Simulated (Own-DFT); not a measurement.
# Response to strain: beta-Si3N4, 112 atoms (N64Si48)

Everything here is calculated. The program is Own-DFT (plane waves, in-house, since retired, never reviewed by a person); positions were held fixed, and spin and spin-orbit coupling were off.

Settings: PBE; PseudoDojo norm-conserving scalar-relativistic files; cutoff 42 hartree; 2 x 2 x 4 k mesh centred on Gamma; Fermi-Dirac smearing of 0.1 eV.

Keep in mind (not all hold for every row): some atoms lie very close together; forces on such cells moved up to 12 meV/angstrom on a denser k mesh; stress not checked against mesh or cutoff.

Unstrained cell vectors in Å: (15.212, 0.000, 0.000); (-7.606, 13.174, 0.000); (0.000, 0.000, 5.818). The unstrained cell has measured lattice constants (interpolated for alloys), not those of this functional. That, the random moves and any unrelaxed bonds set the pressure at no strain. Each run strains this cell uniformly, with the atoms carried along. All atoms carry random offsets, Gaussian with a width of 0.05 Å per axis. Strains are tensor components in per cent; tension counts as positive stress, and P is minus the mean normal stress.

| run | e_xx (%) | e_yy (%) | e_zz (%) | e_yz (%) | e_xz (%) | e_xy (%) | s_xx (GPa) | s_yy (GPa) | s_zz (GPa) | s_yz (GPa) | s_xz (GPa) | s_xy (GPa) | P (GPa) | E (meV/atom) |
|---|---|---|---|---|---|---|---|---|---|---|---|---|---|---|
| 1 | 1.36 | -0.53 | 1.52 | 0.88 | 1.19 | 1.85 | 1.25 | -8.29 | -0.69 | 2.02 | 3.19 | 7.62 | 2.58 | 23.9 |
| 2 | -1.69 | 1.45 | 0.36 | 1.52 | 1.78 | -0.83 | -12.65 | -2.17 | -8.19 | 5.50 | 4.87 | -3.64 | 7.67 | 16.8 |
| 3 | 0.11 | 1.51 | -0.47 | -1.81 | -0.14 | 1.75 | -6.32 | 0.22 | -10.92 | -6.08 | 0.66 | 5.60 | 5.67 | 21.2 |
| 4 | 1.92 | -1.30 | -1.09 | -0.97 | 0.41 | 1.11 | -2.36 | -10.57 | -15.48 | -2.46 | 1.84 | 3.92 | 9.47 | 19.8 |
| 5 | -0.76 | 0.72 | -0.58 | -0.30 | 1.77 | 1.28 | -11.31 | -6.06 | -13.59 | -2.00 | 6.54 | 6.70 | 10.32 | 31.7 |
| 6 | -0.35 | 0.42 | 1.29 | -1.14 | 0.01 | -0.36 | -6.84 | -5.54 | -0.13 | -4.39 | -0.06 | -2.62 | 4.17 | 0.0 |
| 7 | -1.69 | 1.38 | 1.60 | -1.92 | 0.79 | -1.25 | -10.93 | -2.50 | 0.56 | -7.38 | 3.44 | -3.18 | 4.29 | 6.4 |
| 8 | 0.01 | 1.90 | -0.31 | -0.05 | 1.92 | 1.06 | -7.56 | 4.29 | -9.68 | -1.26 | 4.57 | 3.76 | 4.32 | 20.0 |
| 9 | 0.15 | 1.38 | 1.74 | 0.67 | 1.32 | 1.10 | -2.97 | 1.64 | 2.40 | 2.15 | 4.92 | 3.15 | -0.36 | 2.2 |
| 10 | -1.32 | -0.14 | -1.16 | -1.04 | -0.96 | 1.68 | -15.24 | -9.65 | -23.94 | -2.85 | -3.56 | 6.66 | 16.28 | 55.1 |
| 11 | -1.51 | -0.73 | -0.29 | -1.54 | 0.40 | 1.17 | -18.46 | -14.72 | -15.17 | -6.29 | 2.25 | 2.65 | 16.12 | 64.3 |
| 12 | 1.36 | 1.40 | -1.97 | 0.75 | 0.70 | 1.66 | 0.72 | -0.22 | -19.58 | 1.60 | 1.37 | 4.87 | 6.36 | 14.7 |
| 13 | -1.97 | 1.45 | 0.50 | -1.01 | -1.72 | 1.81 | -15.98 | -2.03 | -6.43 | -2.56 | -6.76 | 5.76 | 8.15 | 18.9 |
| 14 | -0.11 | 1.26 | 0.38 | -1.57 | -1.91 | -1.61 | -5.45 | -1.03 | -9.46 | -6.19 | -7.29 | -6.23 | 5.31 | 39.7 |
| 15 | 0.11 | 0.46 | -0.47 | -1.29 | -0.63 | -0.73 | -5.59 | -6.29 | -12.17 | -2.39 | -2.10 | -2.99 | 8.01 | 16.1 |
| 16 | -1.94 | -1.84 | -1.04 | -1.60 | -1.08 | -0.86 | -22.43 | -22.52 | -23.96 | -7.05 | -4.56 | -5.75 | 22.97 | 85.9 |
| 17 | 0.48 | 0.22 | -1.39 | 0.73 | -0.39 | -0.22 | -5.78 | -7.54 | -18.62 | 1.28 | -2.38 | 0.17 | 10.65 | 22.5 |
| 18 | 0.00 | 0.42 | 1.89 | 1.74 | -1.20 | -0.16 | ? | ? | ? | ? | ? | ? | ? | ? |

E is the free energy per atom, counted from the lowest run shown.

## Worked fit

Regress every stress component on the fractional strains (shears doubled) of the visible runs, with a constant. Shear strains stay in the fit of a normal stress only where such slopes are resolved. The slopes, in GPa:

```
stress,at no strain,per e_xx,per e_yy,per e_zz,scatter
s_xx,-7.7,524 ± 27,164 ± 31,128 ± 31,1.31
s_yy,-7.8,163 ± 23,554 ± 26,58 ± 26,1.10
s_zz,-10.7,147 ± 35,160 ± 39,670 ± 39,1.67
```

The slope of each shear stress on twice its own strain, from a fit on all six strains: yz 168 ± 17, xz 185 ± 10, xy 182 ± 15 GPa. These are stiffnesses along x, y and z of the frame in which the cell vectors are given, with the crystal's c axis along z: C11, C12, C13 and C33. Hexagonal symmetry asks that xx and yy behave alike, which is a second check on the noise. These are clamped-ion slopes: internal relaxation, where symmetry allows it, would soften some. The table should be nearly symmetric about its diagonal, and what it lacks of that shows the noise. A ninth of the table's sum, 285 ± 7 GPa, estimates the bulk modulus near the mean pressure of these runs, 8.4 GPa, so it lies above the value at zero pressure.

## Prediction

Question: what normal stresses and pressure should run 18 give?

The fit gives s_xx = -4.6, s_yy = -4.3, s_zz = 2.7 and P = 2.1 GPa. The run itself gave -4.42, -1.57, -0.19 and P = 2.06 GPa.
